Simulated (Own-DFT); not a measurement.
# One host, several defects: 4H SiC

No measurement is shown. These are fixed-geometry runs of a retired plane-wave code named Own-DFT, which no person has reviewed; spin and spin-orbit coupling are neglected.

All runs used: PBE; PseudoDojo norm-conserving scalar-relativistic files; cutoff 42 hartree; 4 x 4 x 3 k mesh centred on Gamma; Fermi-Dirac smearing of 0.1 eV.

Keep in mind (not all hold for every row): some atoms lie very close together; not probed for a lower state with spin; forces on such cells failed a check on a denser k mesh; forces on such cells passed a denser k mesh, each cell not checked; stress not checked against mesh or cutoff.

All runs share one cell, with vectors in Å (9.248, 0.000, 0.000); (-4.624, 8.009, 0.000); (0.000, 0.000, 10.068) and a volume of 745.7 Å³. u is the rms random offset of the atoms per axis. The defect's site can differ from row to row.

| cell | formula | u (Å) | P (GPa) |
|---|---|---|---|
| no defect | C36Si36 | 0.0277 | 3.60 |
| no defect | C36Si36 | 0.0319 | 3.71 |
| no defect | C36Si36 | 0.0574 | 6.02 |
| one C vacancy | C35Si36 | 0.0303 | 3.37 |
| one C vacancy | C35Si36 | 0.0321 | 3.79 |
| one C vacancy | C35Si36 | 0.0501 | 5.01 |
| two N on a C site each | C34N2Si36 | 0.0293 | 2.71 |
| two N on a C site each | C34N2Si36 | 0.0505 | 4.05 |
| two N on a C site each | C34N2Si36 | 0.0525 | 4.50 |
| one Si on a C site | C35Si37 | 0.0486 | 11.55 |
| one Si on a C site | C35Si37 | 0.0503 | 12.11 |
| one Si on a C site | C35Si37 | 0.0509 | 12.37 |
| one C on a Si site | C37Si35 | 0.0486 | 3.08 |
| one C on a Si site | C37Si35 | 0.0494 | 2.86 |
| one C on a Si site | C37Si35 | 0.0498 | 2.98 |
| one C on a Si site | C37Si35 | 0.0528 | ? |

## What the rows give

P = P0 + c u² + a shift for each defect gives P0 = 2.83 GPa, c = 951 ± 71 GPa/Å² and a scatter of 0.20 GPa. The shifts, and each times the cell's volume:

- one Si on a C site: 6.81 ± 0.17 GPa, 31.7 eV
- one C vacancy: -0.19 ± 0.16 GPa, -0.9 eV (not resolved)
- two N on a C site each: -1.03 ± 0.16 GPa, -4.8 eV (-2.4 eV for each of its 2 sites)
- one C on a Si site: -2.17 ± 0.17 GPa, -10.1 eV

A positive shift means that the defect pushes the cell outwards. Shift times volume (160.2 GPa Å³ is 1 eV) depends little on the cell's size, so, taken for each site, it can be compared between cells at like pressure. The atoms around the defects weren't relaxed, which would change these numbers.

## Test on the hidden row

The question: what pressure belongs in the blank (one C on a Si site, u = 0.0528 Å)?

The fitted form gives 3.32 ± 0.23 GPa. The run itself gave 2.92 GPa.
